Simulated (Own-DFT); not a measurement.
# Which defects push the lattice out? 2H SiC

Source: density functional calculations with Own-DFT, an unreviewed in-house program that is no longer used. Nothing was measured or relaxed, and spin and spin-orbit coupling are left out.

Settings: PBE; PseudoDojo norm-conserving scalar-relativistic files; cutoff 42 hartree; 4 x 4 x 3 k mesh centred on Gamma; Fermi-Dirac smearing of 0.1 eV.

Limits (not all hold for every row): not probed for a lower state with spin; forces on such cells moved up to 12 meV/angstrom on a denser k mesh; forces on such cells passed a denser k mesh, each cell not checked; stress not checked against mesh or cutoff.

All runs share one cell, with vectors in Å (9.248, 0.000, 0.000); (-4.624, 8.009, 0.000); (0.000, 0.000, 10.068) and a volume of 745.7 Å³. The atoms are randomly displaced, by u rms on each axis. The defect's site can differ from row to row.

```
                    cell     formula   u (Å)  P (GPa)
               no defect     C36Si36  0.0285     3.74
               no defect     C36Si36  0.0604     5.97
               no defect     C36Si36  0.0622     6.57
two Al on a Si site each  Al2C36Si34  0.0302     5.95
two Al on a Si site each  Al2C36Si34  0.0500     7.23
two Al on a Si site each  Al2C36Si34  0.0528     7.85
  two N on a C site each   C34N2Si36  0.0286     2.95
  two N on a C site each   C34N2Si36  0.0309     2.85
  two N on a C site each   C34N2Si36  0.0510     4.96
           one C vacancy     C35Si36  0.0284     3.73
           one C vacancy     C35Si36  0.0298     3.55
           one C vacancy     C35Si36  0.0302     3.79
      one C on a Si site     C37Si35  0.0273     1.76
      one C on a Si site     C37Si35  0.0304     1.74
      one C on a Si site     C37Si35  0.0506     3.52
      one C on a Si site     C37Si35  0.0520        ?
```

## What the rows give

P = P0 + c u² + a shift for each defect gives P0 = 2.77 GPa, c = 958 ± 61 GPa/Å² and a scatter of 0.21 GPa. The shifts, and each times the cell's volume:

- two Al on a Si site each: 2.26 ± 0.18 GPa, 10.5 eV (5.3 eV for each of its 2 sites)
- one C vacancy: 0.10 ± 0.21 GPa, 0.4 eV (not resolved)
- two N on a C site each: -0.57 ± 0.19 GPa, -2.7 eV (-1.3 eV for each of its 2 sites)
- one C on a Si site: -1.78 ± 0.19 GPa, -8.3 eV

Against the defect-free cell, a freed cell would be larger where the shift is positive and smaller where it is negative (160.2 GPa Å³ is 1 eV). The atoms around the defects weren't relaxed, which would change these numbers.

## Withheld run

Question: what pressure belongs in the blank (one C on a Si site, u = 0.0520 Å)?

The fit gives 3.58 ± 0.26 GPa. DFT gave 3.37 GPa.
